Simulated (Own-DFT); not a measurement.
# Shaking the atoms of monoclinic HfO2, 96 atoms (Hf32O64)

Calculated results; nothing here was measured. They come from Own-DFT, an in-house plane-wave density functional program, since retired, whose code no person has reviewed. Each row is one single-point run on a periodic cell that was not relaxed, without spin or spin-orbit coupling.

Settings of every run: PBE; PseudoDojo norm-conserving scalar-relativistic files; cutoff 72 hartree; 2 x 2 x 2 k mesh centred on Gamma; Fermi-Dirac smearing of 0.1 eV.

Known limits, some of them of some rows only: some atoms lie very close together; hafnium file: forces about 75 meV/angstrom off all-electron values; oxygen file: force components 24 meV/angstrom off all-electron in a glass; forces on such cells passed a denser k mesh, each cell not checked; stress not checked against mesh or cutoff.

Cell vectors in Å: (10.234, 0.000, 0.000); (0.000, 10.350, 0.000); (-1.696, 0.000, 10.445). In each run every atom was moved at random and independently from its ideal site; u is the rms move along one axis. E is the free energy for each atom above the fitted value at u = 0, and F the rms of the force components.

| run | u (Å) | E (meV/atom) | F (eV/Å) | largest force (eV/Å) | P (GPa) |
|---|---|---|---|---|---|
| 1 | 0.0195 | 8.9 | 0.429 | 1.60 | 3.62 |
| 2 | 0.0199 | 10.7 | 0.480 | 2.47 | 4.01 |
| 3 | 0.0483 | 59.1 | 1.030 | 3.66 | 5.45 |
| 4 | 0.0509 | 69.9 | 1.201 | 4.03 | 6.40 |
| 5 | 0.0528 | ? | ? | ? | ? |
| 6 | 0.0806 | 158.1 | 1.710 | 7.66 | 8.24 |
| 7 | 0.0809 | 168.2 | 1.925 | 7.94 | 9.01 |
| 8 | 0.0896 | 209.0 | 2.193 | 12.18 | 10.78 |
| 9 | 0.1266 | 445.9 | 3.706 | 20.52 | 19.98 |
| 10 | 0.1815 | 979.4 | 5.995 | 28.02 | 33.79 |

## Worked fit

For small independent moves the energy grows as E = (3/2) K u², with K the mean stiffness felt by one atom. The runs with u up to 0.11 Å give K = 17.1 ± 0.3 eV/Å², with residuals divided by u² + 0.0006 Å², since the noise grows with the moves. The scatter is 2.7 meV/atom at u = 0.05 Å. The forces follow F = G u with G = 23.0 eV/Å²; no force at u = 0 is resolved. G exceeds K because the moves of its neighbours add to the force on an atom, and stiffness differs between atoms. At u = 0.182 Å the parabola gives 845 meV/atom and the run 979. The pressure follows P = 3.61 + 832 u² GPa: at fixed volume, shortened bonds push harder than stretched ones pull.

## Withheld run

Question: what energy and rms force should run 5 give?

The fit gives 71 ± 3 meV/atom and about 1.21 eV/Å. The calculation gave 69.1 meV/atom and 1.158 eV/Å.
